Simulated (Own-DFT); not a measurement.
# How strain changes the stress of C40 NbSi2, 36 atoms (Nb12Si24)

These are calculations, not measurements. They come from Own-DFT, an in-house plane-wave density functional program, since retired, whose code no person has reviewed. Each row is one single-point run on a periodic cell that was not relaxed, without spin or spin-orbit coupling.

Settings of every run: PBE; PseudoDojo norm-conserving scalar-relativistic files; cutoff 42 hartree; 4 x 4 x 5 k mesh centred on Gamma; cold (Marzari-Vanderbilt) smearing of 0.2 eV.

Known limits: forces on such cells failed a check on a denser k mesh; stress not checked against mesh or cutoff.

Unstrained cell vectors in Å: (0.000, 8.324, 0.000); (-9.613, 0.000, 0.000); (0.000, 0.000, 6.586). The unstrained cell was taken from the Materials Project. The random moves and any unrelaxed bonds add to the pressure at no strain. Each run strains this cell uniformly, with the atoms carried along. Every atom was also moved at random, by a Gaussian of width 0.05 Å on each axis. Strain is the symmetric tensor, in per cent. Stress is positive in tension, and the pressure is minus a third of its trace.

| run | e_xx (%) | e_yy (%) | e_zz (%) | e_yz (%) | e_xz (%) | e_xy (%) | s_xx (GPa) | s_yy (GPa) | s_zz (GPa) | s_yz (GPa) | s_xz (GPa) | s_xy (GPa) | P (GPa) | E (meV/atom) |
|---|---|---|---|---|---|---|---|---|---|---|---|---|---|---|
| 1 | -0.11 | 1.39 | -0.94 | -0.66 | -1.36 | 0.29 | -1.54 | 1.66 | -6.65 | -2.21 | -4.28 | 0.83 | 2.18 | 0.0 |
| 2 | -0.71 | 1.30 | 1.81 | -1.80 | 0.68 | 1.73 | -2.98 | 2.67 | 4.55 | -4.72 | 1.65 | 5.23 | -1.41 | 20.2 |
| 3 | -0.02 | -1.30 | 0.47 | 0.92 | -0.21 | 0.85 | -3.06 | -6.83 | -2.21 | 2.89 | -0.31 | 2.64 | 4.03 | 8.5 |
| 4 | 1.53 | 0.30 | 1.15 | 0.46 | -0.93 | -1.55 | 3.42 | 0.19 | 3.04 | 1.59 | -2.89 | -3.91 | -2.22 | 13.4 |
| 5 | 0.29 | 1.13 | -0.31 | 0.46 | 1.59 | 0.06 | -0.92 | 1.47 | -3.73 | 1.43 | 4.72 | 0.17 | 1.06 | 11.8 |
| 6 | -0.49 | -0.98 | 0.37 | 1.30 | 1.49 | -1.69 | -5.55 | -6.07 | -3.14 | 4.53 | 4.26 | -5.55 | 4.92 | 26.4 |
| 7 | -0.31 | -1.14 | -1.08 | 1.32 | -0.31 | 0.99 | -5.25 | -8.30 | -10.22 | 3.83 | -1.40 | 2.60 | 7.92 | 28.7 |
| 8 | 0.13 | 1.23 | 0.00 | 0.85 | 1.30 | 0.08 | -0.62 | 1.97 | -2.67 | 2.94 | 3.65 | 0.10 | 0.44 | 7.2 |
| 9 | 1.95 | -0.43 | 1.41 | 1.04 | -0.89 | 1.93 | 4.72 | -1.68 | 3.76 | 3.33 | -2.69 | 5.04 | -2.26 | 13.3 |
| 10 | 0.03 | -1.90 | -1.48 | 0.82 | -0.14 | -1.57 | -5.60 | -11.64 | -11.65 | 2.99 | 0.22 | -5.38 | 9.63 | 28.1 |
| 11 | 1.23 | 1.49 | 1.92 | 0.68 | -1.73 | 1.15 | 4.38 | 4.97 | 6.10 | 1.69 | -4.98 | 3.08 | -5.15 | 12.0 |
| 12 | 1.45 | -1.42 | -0.27 | -0.68 | 0.85 | 0.60 | 1.47 | -6.87 | -5.35 | -2.09 | 2.77 | 1.54 | 3.58 | 20.9 |
| 13 | 1.41 | -0.89 | -1.17 | 0.43 | 1.66 | -1.94 | 0.86 | -5.76 | -9.85 | 1.95 | 5.63 | -5.48 | 4.92 | 35.3 |
| 14 | -1.73 | -0.53 | 0.32 | -1.90 | -0.39 | 0.26 | -9.07 | -5.33 | -4.63 | -6.00 | -1.37 | 0.92 | 6.34 | 23.0 |
| 15 | 0.74 | 0.83 | -0.98 | -0.26 | 1.20 | 1.36 | -0.17 | -0.24 | -7.59 | -0.65 | 3.65 | 3.79 | 2.66 | 29.1 |
| 16 | 0.18 | -0.06 | 0.19 | 0.01 | -0.59 | 1.73 | ? | ? | ? | ? | ? | ? | ? | ? |

E is the free energy for each atom above the lowest run shown.

## Worked fit

Each stress component was fitted by least squares to a constant and the strains of the runs shown, as fractions, with shears doubled. Shear strains stay in the fit of a normal stress only where such slopes are resolved. The slopes, in GPa:

| stress | at no strain | per e_xx | per e_yy | per e_zz | scatter |
|---|---|---|---|---|---|
| s_xx | -2.6 | 355 ± 11 | 98 ± 10 | 56 ± 11 | 0.42 |
| s_yy | -2.7 | 69 ± 9 | 364 ± 8 | 86 ± 9 | 0.34 |
| s_zz | -3.9 | 69 ± 15 | 76 ± 13 | 453 ± 14 | 0.54 |

Each shear stress against twice its own strain: yz 151 ± 5, xz 149 ± 4, xy 141 ± 5 GPa. These are stiffnesses along x, y and z of the frame in which the cell vectors are given, which need not be the crystal's axes. The atoms are held to the strained lattice; where symmetry lets them move under strain, relaxing them would lower some slopes. The table should be nearly symmetric about its diagonal, and what it lacks of that shows the noise. A ninth of its sum, 181 ± 4 GPa, estimates the bulk modulus near the mean pressure of these runs, 2.4 GPa, so it lies above the value at zero pressure.

## Withheld run

Question: what normal stresses and pressure should run 16 give?

The fit gives s_xx = -1.9, s_yy = -2.7, s_zz = -3.0 and P = 2.5 GPa. The calculation gave -1.51, -2.95, -2.70 and P = 2.39 GPa.
